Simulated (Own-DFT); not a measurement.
# Response to strain: wurtzite GaN, 96 atoms (Ga48N48)

All numbers below are calculated, not measured. They come from Own-DFT, an in-house plane-wave density functional program, since retired, whose code no person has reviewed. Each row is one single-point run on a periodic cell that was not relaxed, without spin or spin-orbit coupling.

Settings of every run: PBE; PseudoDojo norm-conserving scalar-relativistic files (stringent for Ga); cutoff 96 hartree; 3 x 4 x 3 k mesh centred on Gamma; Gaussian smearing of 0.01 eV.

Known limits: forces on such cells passed a denser k mesh, each cell not checked; stress not checked against mesh or cutoff.

Unstrained cell vectors in Å: (12.756, 0.000, 0.000); (-4.783, 8.285, 0.000); (0.000, 0.000, 10.370). The unstrained cell has measured lattice constants (interpolated for alloys), not those of this functional. That, the random moves and any unrelaxed bonds set the pressure at no strain. Each run strains this cell uniformly, with the atoms carried along. Every atom was also moved at random, by a Gaussian of width 0.05 Å on each axis. Strain is the symmetric tensor, in per cent. Stress is positive in tension, and the pressure is minus a third of its trace.

```
run  e_xx (%)  e_yy (%)  e_zz (%)  e_yz (%)  e_xz (%)  e_xy (%)  s_xx (GPa)  s_yy (GPa)  s_zz (GPa)  s_yz (GPa)  s_xz (GPa)  s_xy (GPa)  P (GPa)  E (meV/atom)
  1      1.63     -0.72      0.40     -0.31      0.80     -0.38       -0.62       -7.45       -4.65       -0.48        2.06       -1.22     4.24           0.0
  2     -0.87      0.01     -1.71     -1.48     -1.51      1.67      -12.69      -10.86      -16.94       -2.85       -3.95        4.57    13.50          65.1
  3      0.03      1.89      1.13     -0.50     -1.96      1.61       -4.61        0.80       -1.03       -1.78       -3.36        4.98     1.61          11.0
  4     -1.91      0.09      0.01     -0.54      1.04      0.05      -13.61       -8.44      -10.82       -0.14        2.82       -0.82    10.96          31.8
  5     -0.95     -1.64     -0.35     -0.04      1.50     -0.56      -12.45      -16.89      -11.30       -0.74        2.20       -1.45    13.55          46.1
  6      0.28     -1.95     -1.22      1.58      0.43     -1.64       -9.75      -16.63      -14.93        3.64        1.23       -4.88    13.77          54.2
  7     -0.69     -0.91     -1.30      0.98     -1.80     -1.36      -10.89      -15.10      -14.28        3.35       -4.03       -3.52    13.42          50.5
  8     -0.43     -1.87      1.28      1.37     -0.01     -1.14       -9.31      -15.29       -5.02        2.96       -0.60       -3.57     9.87          44.7
  9     -0.71      0.35      0.17     -1.17     -0.22     -0.56       -9.67       -6.70       -5.71       -2.20        0.46       -0.86     7.36          21.0
 10     -0.49      0.97     -0.51      1.59     -0.30     -0.37       -9.45       -2.88      -10.58        2.93       -0.12       -1.23     7.64          40.4
 11     -0.16      1.04     -1.69      0.62     -1.00     -1.10       -7.86       -3.85      -15.73        1.68       -1.63       -2.73     9.15          34.2
 12      1.49     -0.72      0.79     -1.68     -1.78     -0.84       -0.94       -8.93       -3.78       -3.90       -3.96       -1.87     4.55          22.8
 13     -1.10     -0.08     -0.02     -1.90     -1.44     -1.24      -11.11       -9.48       -8.91       -4.71       -2.87       -3.39     9.83          38.3
 14      1.08      1.43      1.74     -0.95      0.30      1.59        0.17       -0.05        1.40       -1.43        0.47        4.78    -0.51           7.7
 15     -1.65     -1.20     -1.95     -0.40      0.51     -1.10      -17.27      -16.41      -19.95       -0.46        2.43       -3.74    17.88          59.0
 16      0.14     -1.94      0.40     -1.10     -0.40      0.07       -8.23      -16.66       -6.89       -3.24       -1.59        0.72    10.59          33.9
 17      0.75     -1.74     -1.95     -1.08     -0.98      0.49           ?           ?           ?           ?           ?           ?        ?             ?
```

E is the free energy for each atom above the lowest run shown.

## Worked fit

Each stress component was fitted by least squares to a constant and the strains of the runs shown, as fractions, with shears doubled. Shear strains stay in the fit of a normal stress only where such slopes are resolved. The slopes, in GPa:

| stress | at no strain | per e_xx | per e_yy | per e_zz | scatter |
|---|---|---|---|---|---|
| s_xx | -7.1 | 386 ± 18 | 92 ± 13 | 104 ± 17 | 0.64 |
| s_yy | -7.8 | 116 ± 29 | 449 ± 21 | 66 ± 26 | 1.00 |
| s_zz | -8.0 | 104 ± 26 | 71 ± 19 | 455 ± 24 | 0.89 |

Each shear stress against twice its own strain: yz 110 ± 10, xz 115 ± 8, xy 137 ± 7 GPa. These are stiffnesses along x, y and z of the frame in which the cell vectors are given, which need not be the crystal's axes. The atoms are held to the strained lattice; where symmetry lets them move under strain, relaxing them would lower some slopes. The table should be nearly symmetric about its diagonal, and what it lacks of that shows the noise. A ninth of its sum, 205 ± 4 GPa, estimates the bulk modulus near the mean pressure of these runs, 9.2 GPa, so it lies above the value at zero pressure.

## Withheld run

Question: what normal stresses and pressure should run 17 give?

The fit gives s_xx = -7.8, s_yy = -16.0, s_zz = -17.3 and P = 13.7 GPa. The calculation gave -5.82, -16.35, -18.88 and P = 13.68 GPa.
